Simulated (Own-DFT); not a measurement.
Simulation results for Hf36O71 (tetragonal hafnia with one neutral oxygen vacancy, atoms displaced)

Computed with Own-DFT development build. A calculation, not a measurement: plane-wave PBE and HSE06 DFT by an unreviewed code, no spin, of a simulated cell at Gamma alone, so results move with cell size and shape, stress positive in tension, energies less offsets, not probed for a lower state with spin; hafnium file: forces about 75 meV/angstrom off all-electron values; oxygen file: force components 24 meV/angstrom off all-electron in a glass; k mesh not checked against a denser one; forces and stress are PBE's, HSE06 gives the energy alone, and its difference from PBE has offsets of its own; offsets are fitted by least squares, one for each functional and potential file, so energies compare only between cells with the same atoms and settings and are not formation energies; the far tail of each file's local potential was reset to the Coulomb form; each entry is a single point on an unrelaxed cell, so the pressure reflects the starting lattice, taken from the Materials Project, from which strain is counted, and rises with the displacements; printed positions are rounded, which can move forces by about a meV/angstrom; the program is a retired in-house code; no spin-orbit coupling.

Settings shared by all entries: first functional PBE; second functional HSE06; exact exchange share 0.25; screening 0.11 1/bohr; exchange divergence Gygi-Baldereschi; potential files PseudoDojo norm-conserving, scalar-relativistic, made for PBE, standard set; wave cutoff 48 hartree; occupations fixed; k mesh 1 x 1 x 1 centred on Gamma.

(1) 
```cif
# cell vector a (Å): 10.7800 0.0000 0.0000
# cell vector b (Å): 0.0000 10.7800 0.0000
# cell vector c (Å): 0.0000 0.0000 10.4493
data_Hf36O71
_symmetry_space_group_name_H-M 'P 1'
_symmetry_Int_Tables_number 1
_cell_length_a 10.7800
_cell_length_b 10.7800
_cell_length_c 10.4493
_cell_angle_alpha 90.000
_cell_angle_beta 90.000
_cell_angle_gamma 90.000
_cell_volume 1214.30
loop_
_atom_site_label
_atom_site_type_symbol
_atom_site_fract_x
_atom_site_fract_y
_atom_site_fract_z
_atom_site_occupancy
Hf1 Hf 0.00458 0.00123 0.00323 1
Hf2 Hf 0.16791 0.16632 0.25184 1
O1 O 0.99378 0.16582 0.15086 1
O2 O 0.16870 0.00386 0.34624 1
O3 O 0.00525 0.16646 0.40247 1
O4 O 0.16459 0.99646 0.09367 1
Hf3 Hf 0.99938 0.99852 0.49929 1
Hf4 Hf 0.16565 0.16965 0.74932 1
O5 O 0.00103 0.16665 0.65550 1
O6 O 0.17432 0.00468 0.84586 1
O7 O 0.00322 0.17259 0.90596 1
O8 O 0.16763 0.99965 0.60055 1
Hf5 Hf 0.99604 0.33342 0.99560 1
Hf6 Hf 0.16517 0.49635 0.24957 1
O9 O 0.99763 0.50039 0.15716 1
O10 O 0.16719 0.32970 0.34975 1
O11 O 0.99914 0.50051 0.40191 1
O12 O 0.16540 0.33168 0.09605 1
Hf7 Hf 0.00499 0.33462 0.50405 1
Hf8 Hf 0.16585 0.49876 0.75169 1
O13 O 0.00145 0.50007 0.65388 1
O14 O 0.17160 0.33521 0.84856 1
O15 O 0.99433 0.49777 0.90168 1
O16 O 0.16970 0.33629 0.59931 1
Hf9 Hf 0.99845 0.66630 0.00043 1
Hf10 Hf 0.16563 0.83373 0.24939 1
O17 O 0.99991 0.83215 0.15118 1
O18 O 0.16641 0.66635 0.34980 1
O19 O 0.99990 0.83361 0.39981 1
O20 O 0.16540 0.67554 0.09492 1
Hf11 Hf 0.99788 0.67013 0.49866 1
Hf12 Hf 0.16245 0.83075 0.75129 1
O21 O 0.00125 0.83292 0.65657 1
O22 O 0.16889 0.66597 0.84860 1
O23 O 0.16800 0.67029 0.59950 1
Hf13 Hf 0.33395 0.00063 0.99793 1
Hf14 Hf 0.49827 0.17111 0.25344 1
O24 O 0.33458 0.16732 0.15277 1
O25 O 0.49921 0.99595 0.34150 1
O26 O 0.33079 0.16400 0.40374 1
O27 O 0.50022 0.00437 0.09738 1
Hf15 Hf 0.33157 0.99928 0.49704 1
Hf16 Hf 0.49906 0.16348 0.74489 1
O28 O 0.33842 0.16506 0.65242 1
O29 O 0.49823 0.00581 0.85016 1
O30 O 0.32805 0.17133 0.89694 1
O31 O 0.50054 0.00219 0.60171 1
Hf17 Hf 0.33455 0.33366 0.99859 1
Hf18 Hf 0.49689 0.50489 0.25171 1
O32 O 0.33018 0.49383 0.14703 1
O33 O 0.50248 0.33084 0.35196 1
O34 O 0.33574 0.49899 0.40731 1
O35 O 0.50104 0.33484 0.09621 1
Hf19 Hf 0.33461 0.33449 0.50423 1
Hf20 Hf 0.50437 0.49747 0.74620 1
O36 O 0.33147 0.50295 0.64980 1
O37 O 0.49762 0.33349 0.84835 1
O38 O 0.33194 0.49853 0.89900 1
O39 O 0.49726 0.33335 0.59141 1
Hf21 Hf 0.33727 0.66298 0.00112 1
Hf22 Hf 0.50161 0.82983 0.24949 1
O40 O 0.33615 0.83490 0.15704 1
O41 O 0.49935 0.66842 0.34797 1
O42 O 0.32741 0.83730 0.40643 1
O43 O 0.49243 0.66814 0.10131 1
Hf23 Hf 0.33665 0.66685 0.50064 1
Hf24 Hf 0.49875 0.83122 0.75048 1
O44 O 0.33154 0.83690 0.65270 1
O45 O 0.50067 0.66800 0.84992 1
O46 O 0.33691 0.83592 0.89759 1
O47 O 0.50242 0.66390 0.59813 1
Hf25 Hf 0.66644 0.99740 0.99646 1
Hf26 Hf 0.83315 0.16878 0.25033 1
O48 O 0.65912 0.17197 0.15318 1
O49 O 0.83583 0.00228 0.34977 1
O50 O 0.66666 0.16881 0.39784 1
O51 O 0.82976 0.99871 0.10364 1
Hf27 Hf 0.66198 0.99942 0.50143 1
Hf28 Hf 0.82877 0.16425 0.74937 1
O52 O 0.66636 0.16130 0.65159 1
O53 O 0.83214 0.00071 0.84439 1
O54 O 0.66776 0.16635 0.90153 1
O55 O 0.83229 0.00159 0.59949 1
Hf29 Hf 0.66866 0.34077 0.99825 1
Hf30 Hf 0.82862 0.49734 0.24904 1
O56 O 0.66665 0.50073 0.15198 1
O57 O 0.83901 0.33462 0.34855 1
O58 O 0.66687 0.49537 0.40173 1
O59 O 0.83015 0.32945 0.09507 1
Hf31 Hf 0.66503 0.33130 0.49948 1
Hf32 Hf 0.83268 0.49613 0.75107 1
O60 O 0.66574 0.49817 0.64888 1
O61 O 0.83378 0.33518 0.84573 1
O62 O 0.66891 0.50229 0.91039 1
O63 O 0.83571 0.33025 0.60121 1
Hf33 Hf 0.66264 0.66457 0.00366 1
Hf34 Hf 0.83399 0.83990 0.24882 1
O64 O 0.66665 0.83376 0.15220 1
O65 O 0.83442 0.66881 0.34538 1
O66 O 0.66408 0.83195 0.39994 1
O67 O 0.83188 0.66562 0.09801 1
Hf35 Hf 0.66682 0.67165 0.49282 1
Hf36 Hf 0.82940 0.83525 0.74745 1
O68 O 0.65821 0.83549 0.65619 1
O69 O 0.83604 0.66628 0.84531 1
O70 O 0.66569 0.83332 0.90315 1
O71 O 0.82774 0.66692 0.59582 1
_calc_PBE_energy_of_cell_above_offsets '-100.678'  # eV
_calc_HSE06_less_PBE_above_offsets '-0.134'  # eV
_calc_PBE_pressure 0.94  # GPa
_calc_PBE_stress_xx -0.53  # GPa
_calc_PBE_stress_yy -0.8  # GPa
_calc_PBE_stress_zz -1.5  # GPa
_calc_PBE_stress_yz 0.26  # GPa
_calc_PBE_stress_xz -0.57  # GPa
_calc_PBE_stress_xy -0.01  # GPa
```

Force:
```tsv
element	x (eV/Å)	y (eV/Å)	z (eV/Å)
Hf	-1.06	-0.037	-0.56
Hf	-0.354	0.568	-0.626
O	1.091	-0.176	0.352
O	-0.308	-1.023	-0.014
O	-0.279	-0.052	0.445
O	0.576	0.141	0.621
Hf	0.427	0.909	0.329
Hf	0.908	-0.419	0.368
O	-0.406	0.011	-0.191
O	-1.102	-0.818	0.229
O	-0.097	-1.401	-0.587
O	-0.562	0.167	-0.818
Hf	0.716	0.119	1.175
Hf	-0.598	0.015	0.244
O	0.323	-0.018	-0.453
O	0.101	0.918	-0.084
O	0.309	0.11	0.633
O	-0.395	0.117	0.137
Hf	-0.823	-0.071	-0.618
Hf	0.571	0.434	-0.067
O	-0.559	0.011	-0.142
O	-0.631	0.186	-0.279
O	0.346	0.562	0.117
O	-0.232	-0.268	0.259
Hf	-0.126	0.52	-0.265
Hf	0.595	-0.413	0.031
O	-0.37	0.281	-0.251
O	0.128	-0.188	-0.577
O	0.077	0.316	0.221
O	0.453	-0.526	0.187
Hf	0.512	-1.012	0.152
Hf	1.453	0.525	0.175
O	-1.215	0.004	-0.201
O	-0.712	-0.031	0.109
O	-0.391	-0.038	-0.472
Hf	0.562	0.406	-0.392
Hf	0.38	-0.974	-1.033
O	-0.564	0.001	-0.04
O	0.22	0.524	1.031
O	0.232	0.799	-0.104
O	0.083	-0.577	-0.581
Hf	-0.152	0.175	1.092
Hf	-0.049	0.176	1.376
O	-1.254	0.379	-0.445
O	0.15	-0.901	-0.325
O	0.39	-0.624	0.788
O	-0.175	-0.043	-0.851
Hf	-0.19	-0.387	-0.068
Hf	-0.041	-1.82	-0.179
O	0.345	0.768	0.869
O	-0.389	1.284	-0.426
O	0.198	0.264	-1.066
O	-0.118	0.476	0.167
Hf	-0.553	-0.583	-0.816
Hf	-1.352	0.32	0.301
O	0.698	-0.18	0.417
O	0.561	0.285	-0.782
O	0.288	0.657	0.36
O	1.083	0.147	1.21
Hf	-1.879	0.684	-1.316
Hf	-0.235	1.658	-0.555
O	-0.582	0.053	-0.274
O	-0.065	-0.459	0.377
O	0.275	-1.221	-0.49
O	1.59	-0.517	0.451
Hf	-1.198	0.408	0.732
Hf	-1.619	0.817	0.686
O	0.73	-0.408	0.002
O	0.164	-1.009	0.043
O	0.008	-0.724	1.068
O	-0.018	0.208	-0.194
Hf	-0.603	1.139	0.875
Hf	-0.942	-0.019	-0.377
O	1.327	-0.13	0.263
O	-0.076	-0.212	0.243
O	0.017	-0.779	0.943
O	0.468	-0.063	-0.766
Hf	0.212	0.628	-0.322
Hf	0.458	0.588	0.001
O	-0.107	0.442	-0.57
O	0.458	-0.511	0.586
O	0.483	0.46	-0.041
O	-0.083	-0.459	-0.423
Hf	-1.075	-2.697	0.702
Hf	1.037	0.562	0.676
O	-0.976	0.32	0.086
O	-0.317	-0.323	-0.06
O	-0.11	1.021	-0.242
O	0.381	0.525	0.339
Hf	0.695	0.142	-0.136
Hf	0.609	0.787	-0.715
O	0.322	-0.421	0.691
O	-0.369	-0.595	0.387
O	-0.105	0.466	-1.571
O	-0.448	0.122	-0.486
Hf	0.762	1.236	0.02
Hf	0.008	-0.394	-0.333
O	-0.265	-0.456	-0.035
O	-0.335	-0.154	0.058
O	0.226	0.855	0.187
O	-0.128	0.006	-0.481
Hf	0.287	-1.439	0.827
Hf	0.217	-0.558	0.49
O	1.455	0.052	-1.053
O	0.105	0.46	-0.014
O	0.056	-0.508	-0.157
O	0.454	0.424	-0.199
```

(2) 
```cif
# cell vector a (Å): 10.7800 0.0000 0.0000
# cell vector b (Å): 0.0000 10.7800 0.0000
# cell vector c (Å): 0.0000 0.0000 10.4493
data_Hf36O71
_symmetry_space_group_name_H-M 'P 1'
_symmetry_Int_Tables_number 1
_cell_length_a 10.7800
_cell_length_b 10.7800
_cell_length_c 10.4493
_cell_angle_alpha 90.000
_cell_angle_beta 90.000
_cell_angle_gamma 90.000
_cell_volume 1214.30
loop_
_atom_site_label
_atom_site_type_symbol
_atom_site_fract_x
_atom_site_fract_y
_atom_site_fract_z
_atom_site_occupancy
Hf1 Hf 0.00044 0.00087 0.00283 1
Hf2 Hf 0.16904 0.16456 0.24878 1
O1 O 0.99687 0.16418 0.15255 1
O2 O 0.16992 0.00328 0.34457 1
O3 O 0.99999 0.16800 0.40331 1
O4 O 0.16424 0.99878 0.09379 1
Hf3 Hf 0.00514 0.00082 0.49691 1
Hf4 Hf 0.16659 0.16692 0.75209 1
O5 O 0.99667 0.16637 0.65349 1
O6 O 0.16773 0.00113 0.84538 1
O7 O 0.00160 0.16592 0.90449 1
O8 O 0.16579 0.00133 0.59828 1
Hf5 Hf 0.99829 0.33019 0.99541 1
Hf6 Hf 0.16976 0.50408 0.24462 1
O9 O 0.99753 0.49839 0.15212 1
O10 O 0.16227 0.33131 0.34942 1
O11 O 0.00250 0.50029 0.40632 1
O12 O 0.16609 0.33564 0.10014 1
Hf7 Hf 0.00489 0.32963 0.50147 1
Hf8 Hf 0.16674 0.49660 0.75416 1
O13 O 0.00506 0.50239 0.64879 1
O14 O 0.16979 0.33692 0.84270 1
O15 O 0.99753 0.50310 0.90383 1
O16 O 0.16987 0.33349 0.59491 1
Hf9 Hf 0.99749 0.66624 0.00656 1
Hf10 Hf 0.16656 0.83439 0.25274 1
O17 O 0.00582 0.83237 0.15415 1
O18 O 0.16378 0.66993 0.34727 1
O19 O 0.99667 0.83625 0.40027 1
O20 O 0.16352 0.66730 0.09821 1
Hf11 Hf 0.00480 0.66984 0.50216 1
Hf12 Hf 0.16425 0.83346 0.75285 1
O21 O 0.99532 0.83369 0.65046 1
O22 O 0.16423 0.66646 0.84576 1
O23 O 0.00091 0.83250 0.90417 1
O24 O 0.16517 0.66536 0.60512 1
Hf13 Hf 0.33324 0.99863 0.00226 1
Hf14 Hf 0.49947 0.16613 0.25515 1
O25 O 0.32678 0.16404 0.15246 1
O26 O 0.49827 0.99737 0.34515 1
O27 O 0.33548 0.16838 0.40416 1
O28 O 0.49782 0.00345 0.09800 1
Hf15 Hf 0.33445 0.99715 0.49985 1
Hf16 Hf 0.49893 0.16518 0.75303 1
O29 O 0.33576 0.16391 0.65716 1
O30 O 0.50102 0.99968 0.84763 1
O31 O 0.33442 0.16709 0.90269 1
O32 O 0.49731 0.00073 0.59807 1
Hf17 Hf 0.33032 0.33713 0.00419 1
Hf18 Hf 0.50310 0.50170 0.25021 1
O33 O 0.33059 0.49862 0.15138 1
O34 O 0.49738 0.32674 0.34556 1
O35 O 0.33558 0.50619 0.40538 1
O36 O 0.50081 0.33783 0.09984 1
Hf19 Hf 0.33563 0.33420 0.49832 1
Hf20 Hf 0.50052 0.49616 0.74627 1
O37 O 0.33228 0.49743 0.65676 1
O38 O 0.33499 0.49826 0.90289 1
O39 O 0.50183 0.33198 0.59862 1
Hf21 Hf 0.33940 0.66580 0.00099 1
Hf22 Hf 0.50123 0.83192 0.25236 1
O40 O 0.33012 0.83494 0.15004 1
O41 O 0.49627 0.66894 0.35264 1
O42 O 0.33419 0.83680 0.39725 1
O43 O 0.49983 0.66143 0.10195 1
Hf23 Hf 0.33514 0.66906 0.49670 1
Hf24 Hf 0.50258 0.83335 0.74875 1
O44 O 0.33218 0.83729 0.65219 1
O45 O 0.49917 0.66901 0.84980 1
O46 O 0.33039 0.83290 0.89945 1
O47 O 0.50073 0.66556 0.60064 1
Hf25 Hf 0.66426 0.00013 0.99980 1
Hf26 Hf 0.83674 0.16697 0.24774 1
O48 O 0.67077 0.16961 0.15746 1
O49 O 0.83173 0.00033 0.34249 1
O50 O 0.66215 0.16615 0.40469 1
O51 O 0.83196 0.99610 0.10366 1
Hf27 Hf 0.66686 0.00267 0.50053 1
Hf28 Hf 0.83569 0.16642 0.74886 1
O52 O 0.66953 0.16617 0.65267 1
O53 O 0.84044 0.00603 0.84283 1
O54 O 0.67042 0.17017 0.90266 1
O55 O 0.83435 0.99780 0.59694 1
Hf29 Hf 0.66790 0.33137 0.99584 1
Hf30 Hf 0.83222 0.50392 0.25641 1
O56 O 0.66373 0.49853 0.14862 1
O57 O 0.83367 0.33221 0.34720 1
O58 O 0.66824 0.50059 0.40349 1
O59 O 0.83168 0.33954 0.10230 1
Hf31 Hf 0.67009 0.33828 0.49950 1
Hf32 Hf 0.83946 0.49314 0.75418 1
O60 O 0.66629 0.50191 0.65074 1
O61 O 0.83382 0.32682 0.85147 1
O62 O 0.66506 0.49671 0.90353 1
O63 O 0.83918 0.33583 0.59628 1
Hf33 Hf 0.67085 0.66757 0.99807 1
Hf34 Hf 0.83450 0.82925 0.25562 1
O64 O 0.66174 0.83780 0.15803 1
O65 O 0.83514 0.66833 0.34786 1
O66 O 0.66938 0.83335 0.40101 1
O67 O 0.83689 0.66724 0.10028 1
Hf35 Hf 0.66256 0.66475 0.50073 1
Hf36 Hf 0.83750 0.82959 0.75223 1
O68 O 0.66411 0.83391 0.64921 1
O69 O 0.82964 0.67051 0.84931 1
O70 O 0.66735 0.83784 0.90820 1
O71 O 0.83113 0.66927 0.59496 1
_calc_PBE_energy_of_cell_above_offsets '-100.671'  # eV
_calc_HSE06_less_PBE_above_offsets '-0.120'  # eV
_calc_PBE_pressure 1  # GPa
_calc_PBE_stress_xx 0.38  # GPa
_calc_PBE_stress_yy -1.75  # GPa
_calc_PBE_stress_zz -1.63  # GPa
_calc_PBE_stress_yz 0.26  # GPa
_calc_PBE_stress_xz 0.39  # GPa
_calc_PBE_stress_xy 0  # GPa
```

Force:
```tsv
element	x (eV/Å)	y (eV/Å)	z (eV/Å)
Hf	-0.931	-0.523	-0.055
Hf	-0.9	1.118	0.24
O	1.068	0.135	-0.552
O	-0.269	-0.601	0.596
O	-0.015	-0.729	-0.09
O	0.402	0.224	0.367
Hf	-1.422	0.24	0.534
Hf	0.487	-0.369	-0.58
O	1.285	0.263	-0.14
O	-0.183	0.099	0.219
O	0.509	0.323	-0.265
O	0.126	0.015	-0.346
Hf	-0.454	0.787	1.727
Hf	-1.832	-0.746	0.873
O	0.415	0.44	0.426
O	0.704	0.535	-0.6
O	-0.326	0.287	-0.221
O	-0.646	-0.083	-0.611
Hf	0.152	0.948	-0.767
Hf	0.263	1.971	-1.192
O	-0.962	-0.308	1.161
O	-0.562	-1.351	1.274
O	-0.391	-0.899	-0.481
O	0.03	-0.382	0.446
Hf	1.227	0.364	-0.548
Hf	0.18	0.064	-0.838
O	-1.055	-0.015	0.009
O	0.294	-0.271	0.442
O	0.441	-0.149	0.163
O	1.024	-0.524	0.025
Hf	-0.574	-0.79	0.219
Hf	0.385	-0.513	-0.173
O	1.092	-0.153	0.177
O	0.155	-0.273	0.478
O	-0.257	0.143	-0.113
O	0.822	0.581	-1.235
Hf	-0.16	-0.06	-0.489
Hf	0.453	-0.735	-1.105
O	1.272	0.163	-0.023
O	0	0.258	0.477
O	-0.094	-0.478	0.026
O	0.339	0.064	-0.183
Hf	0.047	0.585	0.496
Hf	0.306	0.707	-0.256
O	-0.582	0.267	-0.246
O	0.188	-0.127	0.216
O	0.221	0.488	0.346
O	0.566	-0.04	-0.259
Hf	0.927	-0.783	-0.269
Hf	-0.254	-0.644	-0.598
O	0.976	0.207	0.15
O	0.062	2.264	0.55
O	-0.092	-1.054	-0.476
O	-0.541	-0.377	-0.874
Hf	-0.243	0.016	0.323
Hf	-0.181	-0.184	0.788
O	0.404	0.048	-0.348
O	0.365	0.207	0.207
O	-0.009	0.376	0.008
Hf	-0.951	0.626	-0.59
Hf	-0.492	0.547	-0.315
O	0.691	-0.234	0.1
O	0.367	-0.483	-0.127
O	-0.306	-0.758	0.511
O	0.348	0.241	-0.069
Hf	-0.513	0.523	1.245
Hf	-0.695	0.152	-0.128
O	0.157	-0.223	-0.23
O	0.278	-0.425	0.062
O	0.101	-0.078	0.535
O	-0.699	0.046	-0.297
Hf	0.359	0.779	1.02
Hf	-0.772	-0.106	0.526
O	-1.005	-0.15	-0.463
O	0.079	0.08	0.703
O	-0.083	0.516	0.134
O	0.159	-0.035	-1.384
Hf	0.546	-0.369	0.256
Hf	-0.88	-0.753	-0.636
O	-0.358	0.025	0.196
O	-0.308	-1.325	0.715
O	-0.744	-1.01	-0.06
O	0.081	0.202	-0.63
Hf	-0.273	0.258	1.603
Hf	0.648	-1.484	-1.015
O	0.678	0.76	1
O	-0.341	0.509	0.391
O	-0.44	0.136	-0.84
O	0.708	-0.396	-1.07
Hf	0.302	-1.581	0.49
Hf	-0.213	0.818	-1.032
O	0.638	-0.366	0.317
O	0.498	1.304	-0.095
O	0.046	0.591	-0.567
O	-0.981	0.394	0.607
Hf	-0.548	-0.421	0.309
Hf	-0.186	1.765	-0.807
O	0.784	-0.634	-0.671
O	-0.153	-0.646	0.399
O	-0.25	-0.318	0.29
O	-1.438	0.228	0.219
Hf	0.889	1.298	0.696
Hf	-0.698	1.365	-1.021
O	0.449	-0.073	0.791
O	-0.215	-1.427	0.245
O	0.141	-0.714	-0.547
O	0.352	-0.177	0.201
```
